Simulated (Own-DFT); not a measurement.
Al₃GaN₄ (wurtzite random alloy, strained, atoms displaced), Al₃GaN₄ (wurtzite random alloy, atoms displaced) (calculated)

Computed with Own-DFT development build. A calculation, not a measurement: plane-wave density functional theory by an unreviewed code, no spin, of a simulated periodic cell, stress positive in tension, run twice, with PBE and with PBEsol, both on files made for PBE, so the change isn't that of files made for PBEsol, forces on such cells passed a denser k mesh, this cell's mesh not checked; the far tail of each file's local potential was reset to the Coulomb form; each entry is a single point on an unrelaxed cell, so the pressure reflects the starting lattice, mostly measured values (interpolated for alloys), from which strain is counted, and rises with the displacements; printed positions are rounded, which can move forces by about a meV/angstrom; the program, named Own-DFT, is a retired in-house code; no spin-orbit coupling; stress was not checked against mesh or cutoff.

Common to all runs: functional PBE, then PBEsol; potential files PseudoDojo norm-conserving, scalar-relativistic, standard set; wave cutoff 42 hartree; occupations Fermi-Dirac; smearing width 0.1 eV; k mesh 4 x 4 x 3 centred on Gamma.

(1) 
```cif
# cell vector a (Å): 9.1354 0.0000 0.0000
# cell vector b (Å): -4.5677 7.9115 0.0000
# cell vector c (Å): 0.0000 0.0000 10.0655
data_Al3GaN4
_symmetry_space_group_name_H-M 'P 1'
_symmetry_Int_Tables_number 1
_cell_length_a 9.1354
_cell_length_b 9.1354
_cell_length_c 10.0655
_cell_angle_alpha 90.000
_cell_angle_beta 90.000
_cell_angle_gamma 120.000
_cell_volume 727.48
loop_
_atom_site_label
_atom_site_type_symbol
_atom_site_fract_x
_atom_site_fract_y
_atom_site_fract_z
_atom_site_occupancy
Al1 Al 0.11119 0.21854 0.00021 1
Ga1 Ga 0.21163 0.10256 0.24909 1
N1 N 0.11018 0.22016 0.18769 1
N2 N 0.22340 0.11624 0.43706 1
Al2 Al 0.11829 0.23262 0.49352 1
Al3 Al 0.22133 0.10051 0.74935 1
N3 N 0.11360 0.21615 0.68732 1
N4 N 0.21725 0.10937 0.93415 1
Al4 Al 0.11057 0.56092 0.00657 1
Al5 Al 0.23006 0.44597 0.25268 1
N5 N 0.10522 0.55230 0.20125 1
N6 N 0.22272 0.44151 0.44204 1
Ga2 Ga 0.11286 0.55637 0.49922 1
Al6 Al 0.22725 0.44171 0.76005 1
N7 N 0.10671 0.54722 0.68385 1
N8 N 0.22388 0.44006 0.93488 1
Al7 Al 0.10977 0.88729 0.00743 1
Al8 Al 0.22114 0.76731 0.24281 1
N9 N 0.10225 0.89060 0.18888 1
N10 N 0.22713 0.78431 0.44165 1
Al9 Al 0.10955 0.88557 0.50337 1
Al10 Al 0.22528 0.78057 0.75509 1
N11 N 0.11270 0.88533 0.70039 1
N12 N 0.21972 0.77291 0.94288 1
Al11 Al 0.45233 0.23235 0.99849 1
Al12 Al 0.55691 0.11081 0.24591 1
N13 N 0.45024 0.22288 0.19651 1
N14 N 0.54804 0.10890 0.43022 1
Ga3 Ga 0.45919 0.23448 0.49467 1
Al13 Al 0.55752 0.11122 0.74212 1
N15 N 0.44722 0.22429 0.70080 1
N16 N 0.55298 0.11270 0.94723 1
Al14 Al 0.43756 0.55034 0.99687 1
Ga4 Ga 0.56859 0.45980 0.25664 1
N17 N 0.43915 0.55721 0.19139 1
N18 N 0.54992 0.43578 0.43537 1
Al15 Al 0.45105 0.56362 0.49025 1
Al16 Al 0.55335 0.44990 0.74961 1
N19 N 0.44405 0.55930 0.69271 1
N20 N 0.55817 0.44126 0.93868 1
Al17 Al 0.44254 0.87918 0.00089 1
Al18 Al 0.54902 0.77285 0.25054 1
N21 N 0.43369 0.87166 0.18613 1
N22 N 0.54857 0.77669 0.44559 1
Al19 Al 0.44901 0.88905 0.49613 1
Al20 Al 0.56084 0.77387 0.75520 1
N23 N 0.44213 0.88393 0.68474 1
N24 N 0.55250 0.78243 0.94377 1
Ga5 Ga 0.77382 0.22506 0.99859 1
Al21 Al 0.89849 0.11377 0.25234 1
N25 N 0.77372 0.22447 0.19391 1
N26 N 0.87661 0.09748 0.43910 1
Ga6 Ga 0.77362 0.22374 0.49701 1
Al22 Al 0.88284 0.10095 0.74854 1
N27 N 0.78539 0.22557 0.69055 1
N28 N 0.88990 0.10799 0.94062 1
Al23 Al 0.75945 0.54445 0.99161 1
Ga7 Ga 0.88551 0.43564 0.25572 1
N29 N 0.77771 0.56508 0.19749 1
N30 N 0.88614 0.44902 0.42792 1
Al24 Al 0.77372 0.55258 0.49936 1
Al25 Al 0.89305 0.45230 0.74234 1
N31 N 0.78102 0.55994 0.68446 1
N32 N 0.87948 0.43994 0.94137 1
Al26 Al 0.79194 0.90783 0.00494 1
Ga8 Ga 0.88976 0.77914 0.24894 1
N33 N 0.76681 0.87578 0.18086 1
N34 N 0.88868 0.77437 0.44120 1
Al27 Al 0.78164 0.89303 0.50307 1
Ga9 Ga 0.88847 0.77483 0.75479 1
N35 N 0.77661 0.88112 0.68469 1
N36 N 0.88892 0.78214 0.93910 1
_calc_PBE_pressure 20.8  # GPa
_calc_PBE_stress_xx -22.93  # GPa
_calc_PBE_stress_yy -26.89  # GPa
_calc_PBE_stress_zz -12.57  # GPa
_calc_PBE_stress_yz 1.42  # GPa
_calc_PBE_stress_xz 1.13  # GPa
_calc_PBE_stress_xy -0.58  # GPa
_calc_PBEsol_pressure 17.43  # GPa
_calc_PBEsol_stress_xx -19.6  # GPa
_calc_PBEsol_stress_yy -23.52  # GPa
_calc_PBEsol_stress_zz -9.16  # GPa
_calc_PBEsol_stress_yz 1.44  # GPa
_calc_PBEsol_stress_xz 1.17  # GPa
_calc_PBEsol_stress_xy -0.58  # GPa
_calc_rms_change_of_force_components_from_PBE_to_PBEsol 0.079  # eV/angstrom
```

Force:
```tsv
force element	PBE force x (eV/Å)	PBE force y (eV/Å)	PBE force z (eV/Å)	PBEsol force x (eV/Å)	PBEsol force y (eV/Å)	PBEsol force z (eV/Å)
Al	-0.12	0.253	-0.385	-0.127	0.266	-0.365
Ga	2.403	2.105	1.036	2.347	2.069	1.024
N	-0.886	1.698	-0.647	-0.695	1.596	-0.586
N	-0.323	-1.184	1.258	-0.173	-1.115	1.112
Al	-0.351	-3.248	2.289	-0.394	-3.252	2.293
Al	-0.682	1.969	0.275	-0.687	1.973	0.271
N	-0.681	0.336	-0.044	-0.676	0.334	-0.051
N	1.289	-0.016	1.416	1.297	-0.024	1.393
Al	-0.244	-2.193	-0.153	-0.237	-2.228	-0.132
Al	-1.761	-1.098	0.291	-1.774	-1.121	0.314
N	2.179	-0.675	-2.64	1.992	-0.816	-2.557
N	0.91	1.65	-1.895	0.747	1.778	-1.836
Ga	-0.507	0.515	-0.171	-0.486	0.499	-0.165
Al	-1.305	-0.818	-3.308	-1.309	-0.819	-3.325
N	1.105	1.301	2.31	1.135	1.311	2.09
N	-1.521	0.315	2.507	-1.538	0.313	2.514
Al	-0.194	0.443	-1.662	-0.188	0.447	-1.67
Al	-1.921	2.185	2.361	-1.96	2.197	2.386
N	3.393	-1.796	-1.277	3.193	-1.687	-1.094
N	-0.217	-0.045	-1.508	-0.209	-0.219	-1.469
Al	0.17	1.078	0.262	0.161	1.075	0.281
Al	0.625	-1.424	-0.602	0.632	-1.447	-0.596
N	0.633	-0.296	-2.444	0.446	-0.412	-2.384
N	-0.22	0.688	-0.139	-0.223	0.705	-0.145
Al	-1.202	-2.963	1.366	-1.225	-2.952	1.384
Al	-0.691	-1.462	-0.119	-0.683	-1.487	-0.121
N	-1.044	0.508	-2.117	-1.184	0.596	-2.009
N	1.599	-1.106	0.342	1.556	-0.894	0.464
Ga	-2.077	-4.582	2.544	-2.035	-4.482	2.433
Al	0.295	-0.43	1.65	0.318	-0.436	1.648
N	0.036	0.305	-1.434	0.023	0.315	-1.542
N	-0.726	-2.016	-1.879	-0.542	-1.914	-1.825
Al	1.174	1.382	0.975	1.2	1.38	0.984
Ga	-1.832	-2.589	-1.71	-1.782	-2.555	-1.653
N	0.668	-0.231	-1.312	0.836	-0.287	-1.276
N	-0.247	5.628	1.521	-0.228	5.34	1.379
Al	-0.434	-2.187	2.413	-0.429	-2.207	2.423
Al	0.957	-0.754	-0.159	0.966	-0.731	-0.15
N	0.433	-0.568	-1.018	0.411	-0.561	-1.05
N	-3.768	0.552	-1.525	-3.794	0.535	-1.561
Al	-1.582	2.237	0.375	-1.595	2.252	0.378
Al	0.691	1.024	0.263	0.713	1.022	0.307
N	0.449	2.217	0.133	0.457	2.22	0.118
N	2.376	0.776	-2.245	2.385	0.803	-2.247
Al	-1.992	0.735	1.082	-1.985	0.747	1.1
Al	-1.397	1.05	-0.171	-1.387	1.056	-0.158
N	0.731	0.72	0.7	0.738	0.699	0.682
N	2.718	-1.475	-1.27	2.748	-1.472	-1.253
Ga	1.169	-1.299	1.097	1.132	-1.258	1.07
Al	-2.46	-1.489	-0.297	-2.454	-1.497	-0.293
N	1.969	-2.652	-0.888	1.981	-2.406	-0.965
N	1.512	2.858	-1.162	1.361	2.964	-1.104
Ga	0.51	-0.236	0.337	0.507	-0.232	0.315
Al	1.246	1.288	0.107	1.249	1.28	0.116
N	-0.889	-0.435	0.051	-0.882	-0.419	-0.112
N	-0.07	2.338	-1.559	-0.213	2.45	-1.532
Al	3.739	3.709	2.756	3.75	3.724	2.778
Ga	-1.578	1.612	-2.724	-1.537	1.579	-2.643
N	2.279	-1.926	-3.689	2.212	-1.879	-3.49
N	-0.201	-0.142	4.837	-0.047	-0.237	4.665
Al	0.238	0.727	-0.229	0.226	0.705	-0.235
Al	-0.045	-1.287	1.566	-0.061	-1.285	1.578
N	-0.803	-2.106	-0.199	-0.815	-1.89	-0.124
N	1.082	3.066	-1.399	1.086	2.828	-1.338
Al	-0.865	-4.249	-0.493	-0.874	-4.268	-0.501
Ga	-1.115	0.549	1.556	-1.09	0.525	1.519
N	-0.819	2.47	1.928	-0.652	2.364	1.996
N	-0.645	0.48	0.764	-0.645	0.479	0.582
Al	0.067	-2.398	-0.187	0.057	-2.426	-0.189
Ga	0.156	0.711	0.069	0.155	0.703	0.058
N	-1.216	0.972	0.519	-1.037	0.859	0.581
N	-0.171	-1.074	1.707	-0.167	-1.074	1.507
```

(2) 
```cif
# cell vector a (Å): 9.3938 0.0000 0.0000
# cell vector b (Å): -4.6969 8.1352 0.0000
# cell vector c (Å): 0.0000 0.0000 10.0655
data_Al3GaN4
_symmetry_space_group_name_H-M 'P 1'
_symmetry_Int_Tables_number 1
_cell_length_a 9.3938
_cell_length_b 9.3937
_cell_length_c 10.0655
_cell_angle_alpha 90.000
_cell_angle_beta 90.000
_cell_angle_gamma 120.000
_cell_volume 769.21
loop_
_atom_site_label
_atom_site_type_symbol
_atom_site_fract_x
_atom_site_fract_y
_atom_site_fract_z
_atom_site_occupancy
Al1 Al 0.09765 0.22127 0.00456 1
Ga1 Ga 0.21914 0.09669 0.23570 1
N1 N 0.11352 0.21433 0.18511 1
N2 N 0.23898 0.11332 0.43862 1
Al2 Al 0.10327 0.20655 0.50498 1
Al3 Al 0.22615 0.12180 0.74734 1
N3 N 0.11594 0.22008 0.69710 1
N4 N 0.22501 0.12366 0.94502 1
Ga2 Ga 0.10590 0.54458 0.00751 1
Al4 Al 0.23013 0.43953 0.24476 1
N5 N 0.10555 0.55416 0.19679 1
N6 N 0.21465 0.44042 0.44532 1
Al5 Al 0.10584 0.55532 0.49641 1
Al6 Al 0.23579 0.44795 0.74272 1
N7 N 0.12154 0.56210 0.68730 1
N8 N 0.21522 0.43556 0.94825 1
Al7 Al 0.10818 0.89909 0.00390 1
Al8 Al 0.22597 0.78012 0.25853 1
N9 N 0.12719 0.89738 0.19133 1
N10 N 0.21110 0.76800 0.45755 1
Ga3 Ga 0.11807 0.87276 0.50680 1
Al9 Al 0.22090 0.77484 0.74047 1
N11 N 0.11842 0.89635 0.69129 1
N12 N 0.22309 0.77847 0.93447 1
Al10 Al 0.45685 0.23279 0.99514 1
Al11 Al 0.55326 0.12271 0.26337 1
N13 N 0.43432 0.20680 0.18090 1
N14 N 0.57266 0.12416 0.44213 1
Al12 Al 0.45573 0.23821 0.50698 1
Al13 Al 0.56749 0.10697 0.75198 1
N15 N 0.44127 0.22310 0.69859 1
N16 N 0.56784 0.11181 0.95838 1
Al14 Al 0.43186 0.56235 0.99771 1
Al15 Al 0.56650 0.44933 0.24053 1
N17 N 0.45180 0.56366 0.19318 1
N18 N 0.57227 0.44234 0.44101 1
Al16 Al 0.45566 0.55691 0.51561 1
Al17 Al 0.55748 0.44316 0.76737 1
N19 N 0.45220 0.56506 0.69845 1
N20 N 0.56889 0.44856 0.94393 1
Ga4 Ga 0.45871 0.89116 0.01475 1
Al18 Al 0.55120 0.76437 0.24719 1
N21 N 0.43098 0.90086 0.18235 1
N22 N 0.55994 0.77666 0.43871 1
Ga5 Ga 0.46045 0.90108 0.50014 1
Al19 Al 0.56451 0.78690 0.74695 1
N23 N 0.44994 0.88317 0.68651 1
N24 N 0.53734 0.77138 0.93275 1
Al20 Al 0.79542 0.23482 0.99530 1
Al21 Al 0.90401 0.12214 0.25181 1
N25 N 0.77872 0.20932 0.18505 1
N26 N 0.90078 0.11740 0.42909 1
Ga6 Ga 0.77095 0.20728 0.50514 1
Al22 Al 0.89598 0.12290 0.74112 1
N27 N 0.77545 0.21320 0.68800 1
N28 N 0.90664 0.12281 0.94411 1
Al23 Al 0.76888 0.54337 0.99745 1
Ga7 Ga 0.90333 0.43950 0.25295 1
N29 N 0.77356 0.58178 0.18121 1
N30 N 0.87607 0.43608 0.44230 1
Al24 Al 0.77748 0.54747 0.49433 1
Ga8 Ga 0.87868 0.43715 0.74093 1
N31 N 0.76992 0.54978 0.69767 1
N32 N 0.87980 0.44718 0.94483 1
Al25 Al 0.79367 0.89019 0.99355 1
Al26 Al 0.89005 0.80044 0.24876 1
N33 N 0.77566 0.88852 0.18266 1
N34 N 0.87970 0.77654 0.42399 1
Ga9 Ga 0.79128 0.89913 0.49186 1
Al27 Al 0.89629 0.78564 0.75636 1
N35 N 0.76743 0.87983 0.69721 1
N36 N 0.88510 0.77397 0.94897 1
_calc_PBE_pressure 9.52  # GPa
_calc_PBE_stress_xx -11.22  # GPa
_calc_PBE_stress_yy -9.17  # GPa
_calc_PBE_stress_zz -8.19  # GPa
_calc_PBE_stress_yz -0.65  # GPa
_calc_PBE_stress_xz 0.8  # GPa
_calc_PBE_stress_xy -0.64  # GPa
_calc_PBEsol_pressure 6.4  # GPa
_calc_PBEsol_stress_xx -8.17  # GPa
_calc_PBEsol_stress_yy -6.06  # GPa
_calc_PBEsol_stress_zz -4.97  # GPa
_calc_PBEsol_stress_yz -0.6  # GPa
_calc_PBEsol_stress_xz 0.73  # GPa
_calc_PBEsol_stress_xy -0.71  # GPa
_calc_rms_change_of_force_components_from_PBE_to_PBEsol 0.079  # eV/angstrom
```

Force:
```tsv
force element	PBE force x (eV/Å)	PBE force y (eV/Å)	PBE force z (eV/Å)	PBEsol force x (eV/Å)	PBEsol force y (eV/Å)	PBEsol force z (eV/Å)
Al	5.145	1.319	0.116	5.16	1.331	0.131
Ga	-0.148	4.909	3.199	-0.123	4.799	3.118
N	-1.09	1.764	0.932	-0.909	1.652	0.978
N	-1.172	-0.087	0.951	-1.169	-0.221	0.845
Al	2.512	2.132	-0.935	2.507	2.106	-0.911
Al	1.19	-2.098	2.131	1.186	-2.108	2.125
N	-1.738	1.073	-1.899	-1.732	1.086	-1.881
N	0.233	-0.496	-0.906	0.224	-0.472	-0.885
Ga	-1.044	2.845	-1.629	-1.022	2.782	-1.596
Al	-0.686	-0.11	1.565	-0.693	-0.12	1.548
N	4.02	1.842	0.127	3.81	1.69	0.037
N	1.464	-0.194	-0.359	1.463	-0.195	-0.352
Al	0.893	-2.321	1.058	0.865	-2.354	1.051
Al	-2.223	0.011	1.196	-2.237	-0.008	1.206
N	-0.495	-2.166	-0.36	-0.595	-2.231	-0.333
N	0.845	0.378	-1.543	0.668	0.451	-1.492
Al	2.49	-0.995	-1.055	2.477	-0.983	-1.043
Al	-0.708	-0.307	-0.559	-0.716	-0.312	-0.525
N	-1.897	-6.24	-1.144	-1.886	-5.935	-1.058
N	5.005	-0.766	-4.146	4.861	-0.531	-3.997
Ga	-5.537	4.262	-0.333	-5.384	4.19	-0.31
Al	0.733	0.979	2.473	0.731	0.993	2.426
N	-0.979	-0.414	1.305	-0.956	-0.411	1.116
N	-0.886	0.13	0.279	-0.776	0.064	0.377
Al	-0.487	-2.444	0.576	-0.496	-2.449	0.556
Al	1.299	-0.939	-3.403	1.311	-0.941	-3.395
N	1.909	3.89	0.68	1.713	3.749	0.719
N	-3.994	-1.479	-0.353	-3.767	-1.516	-0.17
Al	-0.339	-2.065	0.047	-0.307	-2.085	0.068
Al	-2.777	-1.028	1.882	-2.791	-1.023	1.868
N	2.003	0.62	-0.452	2.014	0.619	-0.438
N	-0.139	1.821	-3.523	-0.138	1.633	-3.416
Al	1.942	-0.7	0.508	1.954	-0.714	0.523
Al	-0.827	-0.981	0.821	-0.851	-1.022	0.835
N	-0.765	-3.229	-1.627	-0.733	-3.242	-1.641
N	-3.307	0.52	-1.01	-3.308	0.529	-1.045
Al	-0.643	-0.283	-2.419	-0.633	-0.289	-2.428
Al	-0.426	0.269	-2.384	-0.441	0.26	-2.403
N	1.169	-1.231	0.03	1.192	-1.201	0.067
N	-3.968	-0.746	0.145	-3.988	-0.726	0.177
Ga	-2.254	0.087	-4.213	-2.221	0.097	-4.112
Al	-0.136	4.203	0.922	-0.156	4.254	0.91
N	1.745	-0.983	6.919	1.778	-0.951	6.6
N	-0.185	-0.562	-0.382	-0.18	-0.396	-0.274
Ga	-0.671	-1.629	-0.285	-0.632	-1.59	-0.233
Al	-2.101	-1.729	1.573	-2.116	-1.734	1.555
N	-1.058	1.625	0.78	-1.067	1.614	0.592
N	3.459	0.242	-0.021	3.286	0.381	0.057
Al	-1.154	-2.131	1.4	-1.115	-2.122	1.387
Al	-1.293	-1.63	-2.328	-1.286	-1.641	-2.329
N	-0.64	1.306	1.006	-0.658	1.416	1.032
N	-0.463	-0.079	2.071	-0.618	-0.189	2.191
Ga	2.822	2.58	-1.167	2.736	2.532	-1.148
Al	1.195	-2.137	2.512	1.2	-2.139	2.496
N	0.353	0.214	0.943	0.329	0.4	0.771
N	-4.173	-2.842	-2.992	-4.19	-2.863	-3.002
Al	1.262	3.695	2.116	1.281	3.715	2.102
Ga	-4.387	-1.616	0.184	-4.249	-1.593	0.195
N	2.009	-1.461	0.517	2.064	-1.429	0.531
N	2.215	0.543	0.609	2.238	0.359	0.477
Al	-0.211	2.551	1.115	-0.192	2.589	1.151
Ga	1.751	1.675	1.475	1.699	1.645	1.446
N	-0.225	1.761	-1.597	-0.066	1.662	-1.543
N	1.896	-0.934	-1.304	2.037	-0.848	-1.392
Al	-3.47	0.826	0.933	-3.514	0.847	0.917
Al	2.232	-2.163	-1.809	2.271	-2.114	-1.825
N	-1.255	1.742	0.171	-1.278	1.746	0.163
N	2.119	-0.98	2.9	2.046	-0.85	3.021
Ga	-0.892	-1.635	1.118	-0.887	-1.612	1.069
Al	0.021	-1.036	-0.069	0.035	-1.04	-0.085
N	3.323	3.128	-1.073	3.337	3.137	-1.192
N	1.584	-0.076	-2.007	1.606	-0.128	-1.977
```
